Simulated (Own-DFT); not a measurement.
# Point defects and the pressure they add: C11b WSi2

The numbers are computed, not measured, by runs of the plane-wave DFT program Own-DFT (in-house, retired, unreviewed) at fixed positions, with no spin and no spin-orbit coupling.

All runs used: PBE; PseudoDojo norm-conserving scalar-relativistic files; cutoff 50 hartree; 5 x 5 x 5 k mesh centred on Gamma; cold (Marzari-Vanderbilt) smearing of 0.2 eV.

Keep in mind: forces on such cells failed a check on a denser k mesh; stress not checked against mesh or cutoff.

All runs share one cell, with vectors in Å (-2.148, -5.953, 3.409); (-6.444, 2.976, 1.136); (-2.553, -2.948, -6.757) and a volume of 403.2 Å³. Atoms were moved at random from their sites; u is the rms move along one axis. The defect's site can differ from row to row.

| cell | formula | u (Å) | P (GPa) |
|---|---|---|---|
| no defect | Si20W10 | 0.0194 | 4.39 |
| no defect | Si20W10 | 0.0215 | 4.38 |
| no defect | Si20W10 | 0.0458 | 6.11 |
| one Si on a W site | Si21W9 | 0.0318 | 5.83 |
| one Si on a W site | Si21W9 | 0.0431 | 6.53 |
| one Si on a W site | Si21W9 | 0.0472 | 7.57 |
| one W on a Si site | Si19W11 | 0.0292 | 10.12 |
| one W on a Si site | Si19W11 | 0.0342 | 9.99 |
| one W on a Si site | Si19W11 | 0.0527 | 11.63 |
| one Si vacancy | Si19W10 | 0.0279 | ? |
| one Si vacancy | Si19W10 | 0.0326 | 3.69 |
| one Si vacancy | Si19W10 | 0.0474 | 4.20 |
| one Si vacancy | Si19W10 | 0.0580 | 4.31 |

## Worked fit

P = P0 + c u² + a shift for each defect gives P0 = 4.23 GPa, c = 741 ± 159 GPa/Å² and a scatter of 0.43 GPa. The shifts, and each times the cell's volume:

- one W on a Si site: 5.16 ± 0.37 GPa, 13.0 eV
- one Si on a W site: 1.15 ± 0.37 GPa, 2.9 eV
- one Si vacancy: -1.82 ± 0.40 GPa, -4.6 eV

A positive shift means that the defect pushes the cell outwards. Shift times volume (160.2 GPa Å³ is 1 eV) depends little on the cell's size, so, taken for each site, it can be compared between cells at like pressure. The atoms around the defects weren't relaxed, which would change these numbers.

## Check

Question: what pressure belongs in the blank (one Si vacancy, u = 0.0279 Å)?

From the fit: 3.00 ± 0.55 GPa. The run itself gave 3.07 GPa.
